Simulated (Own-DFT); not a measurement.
Simulation results for SiC (2H silicon carbide, atoms displaced)

A calculation, not a measurement: plane-wave PBE density functional theory by an unreviewed code, no spin, of a simulated periodic cell, stress positive in tension, free energy of the whole cell less one offset for each atom, forces on such cells passed a denser k mesh, this cell's mesh not checked; offsets are fitted by least squares, one for each functional and potential file, so energies compare only between cells with the same atoms and settings and are not formation energies; the far tail of each file's local potential was reset to the Coulomb form; each entry is a single point on an unrelaxed cell, so the pressure reflects the starting lattice, mostly measured values (interpolated for alloys), from which strain is counted, and rises with the displacements; printed positions are rounded, which can move forces by about a meV/angstrom; the program, named Own-DFT, is a retired in-house code; no spin-orbit coupling. Program: Own-DFT development build.

```cif
# cell vector a (Å): 9.2481 0.0000 0.0000
# cell vector b (Å): -4.6241 8.0091 0.0000
# cell vector c (Å): 0.0000 0.0000 10.0681
data_SiC
_symmetry_space_group_name_H-M 'P 1'
_symmetry_Int_Tables_number 1
_cell_length_a 9.2481
_cell_length_b 9.2481
_cell_length_c 10.0681
_cell_angle_alpha 90.000
_cell_angle_beta 90.000
_cell_angle_gamma 120.000
_cell_volume 745.73
loop_
_atom_site_label
_atom_site_type_symbol
_atom_site_fract_x
_atom_site_fract_y
_atom_site_fract_z
_atom_site_occupancy
Si1 Si 0.00400 0.00157 0.00005 1
Si2 Si 0.10704 0.21864 0.24688 1
C1 C 0.00410 0.00316 0.18559 1
C2 C 0.10996 0.22009 0.43911 1
Si3 Si 0.99921 0.00412 0.50024 1
Si4 Si 0.10832 0.22513 0.75218 1
C3 C 0.99757 0.00413 0.68911 1
C4 C 0.10897 0.22348 0.94018 1
Si5 Si 0.99843 0.32890 0.99443 1
Si6 Si 0.10986 0.55684 0.24648 1
C5 C 0.99939 0.32841 0.18560 1
C6 C 0.11258 0.55019 0.43241 1
Si7 Si 0.00317 0.34306 0.49744 1
Si8 Si 0.10855 0.56330 0.75059 1
C7 C 0.99934 0.33343 0.69000 1
C8 C 0.11427 0.55798 0.93292 1
Si9 Si 0.99663 0.66208 0.99441 1
Si10 Si 0.10774 0.89086 0.24708 1
C9 C 0.00523 0.67465 0.18654 1
C10 C 0.11290 0.89127 0.43899 1
Si11 Si 0.99636 0.66998 0.49993 1
Si12 Si 0.11382 0.89186 0.74950 1
C11 C 0.00579 0.66717 0.68962 1
C12 C 0.10473 0.89260 0.93752 1
Si13 Si 0.33015 0.99956 0.00397 1
Si14 Si 0.44037 0.21873 0.25176 1
C13 C 0.33517 0.99665 0.18481 1
C14 C 0.44836 0.21944 0.44006 1
Si15 Si 0.32806 0.99841 0.49761 1
Si16 Si 0.44494 0.22302 0.74728 1
C15 C 0.33685 0.00221 0.68222 1
C16 C 0.44547 0.21735 0.93598 1
Si17 Si 0.33436 0.33508 0.99310 1
Si18 Si 0.44408 0.55328 0.24749 1
C17 C 0.33695 0.33999 0.17776 1
C18 C 0.44512 0.55802 0.43930 1
Si19 Si 0.33174 0.33095 0.50114 1
Si20 Si 0.44263 0.55854 0.75013 1
C19 C 0.33095 0.33340 0.68598 1
C20 C 0.43703 0.54694 0.93511 1
Si21 Si 0.33331 0.66411 0.99638 1
Si22 Si 0.44849 0.88865 0.25037 1
C21 C 0.33408 0.66889 0.18458 1
C22 C 0.44389 0.88732 0.43770 1
Si23 Si 0.33277 0.66735 0.50170 1
Si24 Si 0.44598 0.89130 0.74949 1
C23 C 0.34212 0.66985 0.68647 1
C24 C 0.45076 0.89260 0.93864 1
Si25 Si 0.65999 0.99988 0.00388 1
Si26 Si 0.77379 0.22016 0.24760 1
C25 C 0.67197 0.00390 0.18807 1
C26 C 0.78610 0.22527 0.43380 1
Si27 Si 0.66371 0.99322 0.50113 1
Si28 Si 0.78375 0.22176 0.75024 1
C27 C 0.66430 0.00044 0.68652 1
C28 C 0.77887 0.22004 0.93933 1
Si29 Si 0.66289 0.32990 0.00335 1
Si30 Si 0.77926 0.56039 0.25582 1
C29 C 0.66428 0.33180 0.18411 1
C30 C 0.77974 0.55673 0.43875 1
Si31 Si 0.67139 0.33769 0.50225 1
Si32 Si 0.77983 0.55498 0.74914 1
C31 C 0.66817 0.33723 0.68996 1
C32 C 0.77655 0.55579 0.93512 1
Si33 Si 0.66517 0.66262 0.00200 1
Si34 Si 0.77562 0.88828 0.25090 1
C33 C 0.66786 0.67142 0.18928 1
C34 C 0.78288 0.89211 0.43460 1
Si35 Si 0.66854 0.66256 0.50193 1
Si36 Si 0.77802 0.88810 0.75304 1
C35 C 0.66767 0.66221 0.68612 1
C36 C 0.78180 0.89201 0.94422 1
_calc_functional 'PBE'
_calc_potential_files 'PseudoDojo norm-conserving, scalar-relativistic, standard set'
_calc_wave_cutoff 42  # hartree
_calc_occupations 'Fermi-Dirac'
_calc_smearing_width 0.1  # eV
_calc_hardware 'one NVIDIA H100'
_calc_k_mesh '4 x 4 x 3 centred on Gamma'
_calc_free_energy_of_cell_above_offsets '-10.385'  # eV
_calc_pressure 3.87  # GPa
_calc_stress_xx -2.5  # GPa
_calc_stress_yy -2.97  # GPa
_calc_stress_zz -6.14  # GPa
_calc_stress_yz -0.14  # GPa
_calc_stress_xz -0.84  # GPa
_calc_stress_xy 0.04  # GPa
_calc_wall_time 355.2  # s
```

Force:
```csv
element,x (eV/Å),y (eV/Å),z (eV/Å)
Si,-1.45,0.381,0.198
Si,0.826,1.238,0.471
C,-0.682,-0.712,0.333
C,0.04,0.936,-0.663
Si,0.377,-0.291,0.277
Si,0.797,-0.222,-0.33
C,0.677,-0.56,-0.156
C,1.006,-0.379,-0.935
Si,-0.372,0.971,1.311
Si,0.621,-0.456,-0.332
C,-0.947,0.995,-0.371
C,-1.008,2.35,0.772
Si,0.764,-2.332,0.597
Si,2.786,-1.587,-0.462
C,0.015,1.323,-0.746
C,-0.564,-0.384,0.891
Si,-0.067,1.065,0.885
Si,1.242,0.284,0.527
C,-0.7,-1.5,-0.171
C,-1.075,-0.364,-0.591
Si,1.91,-0.237,-0.118
Si,-0.434,0.565,-0.129
C,-2.048,1.02,-0.962
C,2.253,-1.057,-0.382
Si,0.36,-0.353,-1.454
Si,0.16,0.657,-0.831
C,-0.688,0.408,1.469
C,-0.834,0.692,-0.4
Si,1.528,0.186,0.064
Si,-0.058,0.029,0.195
C,-0.544,-0.361,1.059
C,-0.858,0.442,-0.071
Si,0.214,-1.473,0.544
Si,-0.536,0.66,0.494
C,0.024,-1.514,1.721
C,0.46,-0.692,-0.428
Si,0.082,0.335,-0.603
Si,1.307,-1.013,-0.546
C,0.071,0.08,0.845
C,0.766,2.039,-0.036
Si,-0.074,0.686,0.461
Si,-0.396,-0.145,-0.203
C,0.282,-0.412,0.172
C,-0.321,0.111,-0.077
Si,0.323,-0.188,-0.802
Si,0.056,0.118,0.046
C,-2.075,0.13,0.43
C,-1.756,-1.119,-0.468
Si,2.204,0.332,-0.514
Si,0.787,1.011,0.204
C,-0.801,-0.912,0.324
C,-1.466,-0.536,0.926
Si,0.199,1.425,-0.61
Si,-1.598,-0.118,0.084
C,0.906,-0.125,0.445
C,-0.762,0.168,-0.359
Si,0.574,0.45,-1.516
Si,0.326,-0.58,-1.93
C,-0.136,0.627,1.726
C,-0.166,-0.144,0.263
Si,0.512,-1.311,-0.342
Si,-0.266,0.186,0.251
C,0.756,-0.668,-0.385
C,0.083,-0.73,0.601
Si,-0.262,0.833,-0.512
Si,0.704,0.829,-0.597
C,0.266,-0.948,0.025
C,-0.514,-1.126,0.93
Si,-1.138,1.053,-0.62
Si,-0.351,-0.075,0.011
C,-0.321,0.793,0.807
C,-0.998,-0.783,-0.706
```
